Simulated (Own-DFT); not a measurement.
# Computed records: Si4SnGe11 (diamond-structure random alloy, atoms displaced)

A calculation, not a measurement: plane-wave density functional theory by an unreviewed code, no spin, of a simulated periodic cell, stress positive in tension, run twice, with PBE and with PBEsol, both on files made for PBE, so the change isn't that of files made for PBEsol, forces on such cells moved up to 12 meV/angstrom on a denser k mesh; the far tail of each file's local potential was reset to the Coulomb form; each entry is a single point on an unrelaxed cell, so the pressure reflects the starting lattice, mostly measured values (interpolated for alloys), from which strain is counted, and rises with the displacements; printed positions are rounded, which can move forces by about a meV/angstrom; the program, named Own-DFT, is a retired in-house code; no spin-orbit coupling; stress was not checked against mesh or cutoff. Program: Own-DFT development build.

Entry: Si4SnGe11 (diamond-structure random alloy, atoms displaced)

```
CELL_PARAMETERS angstrom
11.30640 0.00000 0.00000
0.00000 11.30640 0.00000
0.00000 0.00000 11.30640
ATOMIC_POSITIONS crystal
Ge 0.00048 0.99726 0.99547
Si 0.98994 0.25805 0.26330
Ge 0.23436 0.00419 0.25332
Si 0.25211 0.26194 0.99884
Si 0.12022 0.12560 0.12467
Sn 0.12580 0.37081 0.37097
Ge 0.35843 0.11503 0.37011
Ge 0.37370 0.37235 0.12960
Si 0.98946 0.98356 0.51360
Ge 0.99908 0.25535 0.75110
Ge 0.24709 0.99694 0.74123
Ge 0.27236 0.25877 0.50485
Ge 0.12609 0.11561 0.62245
Ge 0.11717 0.37335 0.87913
Si 0.37061 0.11542 0.87460
Ge 0.37335 0.36785 0.61722
Si 0.00362 0.48684 0.99503
Ge 0.00820 0.74591 0.25520
Si 0.23808 0.49218 0.25348
Ge 0.24424 0.74182 0.00519
Ge 0.12704 0.61911 0.11859
Ge 0.13618 0.87759 0.37384
Ge 0.37555 0.62236 0.38748
Ge 0.38972 0.87921 0.12490
Ge 0.00562 0.49926 0.50267
Ge 0.99482 0.75948 0.74890
Ge 0.24195 0.49436 0.75045
Ge 0.25827 0.74129 0.49494
Ge 0.12260 0.62597 0.63203
Ge 0.12576 0.87172 0.87298
Ge 0.37289 0.62932 0.86893
Si 0.37220 0.85521 0.63081
Si 0.50680 0.99800 0.99879
Ge 0.51042 0.25584 0.24724
Si 0.74906 0.00132 0.24397
Ge 0.75754 0.24436 0.00545
Ge 0.62385 0.13139 0.11649
Ge 0.61149 0.37282 0.36179
Ge 0.87790 0.12425 0.37554
Sn 0.87713 0.36774 0.13337
Ge 0.50927 0.99731 0.49974
Si 0.49536 0.25022 0.74575
Si 0.75356 0.98782 0.75395
Ge 0.75409 0.24643 0.50201
Si 0.61680 0.12221 0.63481
Ge 0.62032 0.37241 0.87695
Ge 0.87195 0.10580 0.87461
Si 0.87014 0.37177 0.63047
Ge 0.50930 0.49116 0.99997
Ge 0.50995 0.74176 0.23848
Ge 0.74158 0.49373 0.25322
Ge 0.73779 0.73494 0.99678
Ge 0.62017 0.62278 0.12107
Ge 0.62240 0.87749 0.38155
Si 0.87623 0.61445 0.37588
Ge 0.87350 0.87211 0.13999
Sn 0.49689 0.49003 0.48717
Ge 0.49642 0.74778 0.75053
Ge 0.75470 0.50783 0.74398
Ge 0.75854 0.74808 0.49870
Sn 0.62657 0.63138 0.63313
Si 0.61983 0.87600 0.87764
Ge 0.87943 0.62497 0.88911
Ge 0.88125 0.88050 0.61682
```

| Property | Result |
| --- | --- |
| functional | PBE, then PBEsol |
| potential files | PseudoDojo norm-conserving, scalar-relativistic, standard set |
| wave cutoff | 49 hartree |
| occupations | Fermi-Dirac |
| smearing width | 0.1 eV |
| k mesh | 3 x 3 x 3 centred on Gamma |
| PBE pressure | 5.45 GPa |
| PBE stress xx | -5.44 GPa |
| PBE stress yy | -5.45 GPa |
| PBE stress zz | -5.47 GPa |
| PBE stress yz | -0.54 GPa |
| PBE stress xz | 0.24 GPa |
| PBE stress xy | 0.13 GPa |
| PBEsol pressure | 2.77 GPa |
| PBEsol stress xx | -2.76 GPa |
| PBEsol stress yy | -2.76 GPa |
| PBEsol stress zz | -2.78 GPa |
| PBEsol stress yz | -0.49 GPa |
| PBEsol stress xz | 0.24 GPa |
| PBEsol stress xy | 0.11 GPa |
| rms change of force components from PBE to PBEsol | 0.06 eV/Å |

Force:
```tsv
force element	PBE force x (eV/Å)	PBE force y (eV/Å)	PBE force z (eV/Å)	PBEsol force x (eV/Å)	PBEsol force y (eV/Å)	PBEsol force z (eV/Å)
Ge	0.354	-0.587	1.459	0.311	-0.59	1.364
Si	1.363	-4.144	-0.422	1.306	-4.053	-0.38
Ge	0.998	-0.006	-2.44	1.003	-0.038	-2.289
Si	-0.22	-2.139	0.185	-0.212	-2.025	0.183
Si	-0.433	1.367	-0.294	-0.435	1.286	-0.278
Sn	0.243	-0.938	2.393	0.234	-0.902	2.436
Ge	2.74	1.263	1.002	2.64	1.231	0.987
Ge	-0.119	0.827	-0.102	-0.039	0.804	-0.088
Si	3.958	3.862	-4.054	3.892	3.794	-3.982
Ge	-0.543	-1.704	-0.338	-0.482	-1.671	-0.288
Ge	1.086	-0.91	0.94	0.982	-0.88	0.905
Ge	-3.507	-4.059	-2.387	-3.389	-3.933	-2.327
Ge	-0.693	1.407	-0.74	-0.637	1.364	-0.661
Ge	1.322	-0.585	-0.576	1.286	-0.578	-0.644
Si	0.39	1.049	-0.011	0.339	0.992	-0.046
Ge	1.436	1.945	4.367	1.353	1.898	4.172
Si	-0.321	2.138	0.976	-0.308	2.103	0.947
Ge	-0.565	-0.539	0.052	-0.521	-0.485	0.013
Si	2.984	2.761	-2.078	2.94	2.715	-2.042
Ge	1.498	1.482	-0.84	1.44	1.42	-0.834
Ge	-0.956	-1.201	0.972	-0.917	-1.097	0.935
Ge	-1.798	-1.313	1.867	-1.714	-1.296	1.771
Ge	-1.231	0.735	-4.518	-1.192	0.727	-4.342
Ge	-1.63	-0.323	0.135	-1.593	-0.368	0.166
Ge	-1.74	0.332	1.124	-1.628	0.325	1.098
Ge	0.166	-0.997	0.585	0.186	-0.96	0.564
Ge	0.837	0.106	-0.035	0.799	0.127	-0.04
Ge	-1.51	1.318	1.576	-1.468	1.239	1.491
Ge	-0.059	0.382	-0.637	-0.058	0.352	-0.625
Ge	0.349	0.178	0.305	0.312	0.173	0.284
Ge	-0.168	-1.48	1.14	-0.166	-1.425	1.097
Si	0.138	1.995	-1.077	0.121	1.942	-1.052
Si	-0.618	0.9	-0.534	-0.61	0.9	-0.434
Ge	-2.897	-2.985	-1.355	-2.794	-2.857	-1.331
Si	-0.614	0.445	0.951	-0.597	0.438	0.929
Ge	-1.079	-0.819	-2.538	-1.068	-0.809	-2.443
Ge	0.138	-1.224	0.715	0.155	-1.109	0.702
Ge	3.914	-0.91	1.157	3.786	-0.876	1.091
Ge	-0.335	-1.279	0.282	-0.368	-1.207	0.313
Sn	-0.329	1.782	-1.175	-0.425	1.742	-1.165
Ge	-2.408	0.373	1.225	-2.328	0.328	1.12
Si	-0.237	-0.782	1.053	-0.253	-0.683	1.035
Si	-1.394	0.353	-0.749	-1.281	0.348	-0.749
Ge	-1.248	0.052	0.367	-1.197	0.03	0.294
Si	1.328	-0.029	-0.216	1.312	-0.047	-0.286
Ge	1.562	-0.852	-1.296	1.527	-0.78	-1.202
Ge	0.081	1.846	-0.336	0.128	1.816	-0.262
Si	0.537	0.639	-0.731	0.525	0.629	-0.715
Ge	-2.219	0.922	0.171	-2.125	0.893	0.176
Ge	-1.489	1.238	2.421	-1.435	1.204	2.331
Ge	0.125	1.85	0.174	0.072	1.753	0.139
Ge	0.835	2.264	0.31	0.829	2.137	0.328
Ge	0.936	-1.721	0.121	0.903	-1.664	0.112
Ge	1.627	-0.96	-1.83	1.553	-0.946	-1.738
Si	0.101	0.443	-0.005	0.102	0.43	-0.001
Ge	-0.006	-0.38	-1.505	0.041	-0.397	-1.483
Sn	0.8	0.408	2.611	0.751	0.398	2.523
Ge	-0.616	1.908	1.749	-0.598	1.771	1.706
Ge	1.417	-2.142	2.477	1.341	-2.034	2.432
Ge	0.424	0.566	-1.184	0.378	0.592	-1.109
Sn	-0.072	-0.205	-1.943	-0.058	-0.199	-1.876
Si	0.595	-0.641	-0.483	0.589	-0.723	-0.475
Ge	0.311	-0.584	-1.425	0.241	-0.532	-1.416
Ge	-3.544	-2.697	2.988	-3.481	-2.734	2.958
```
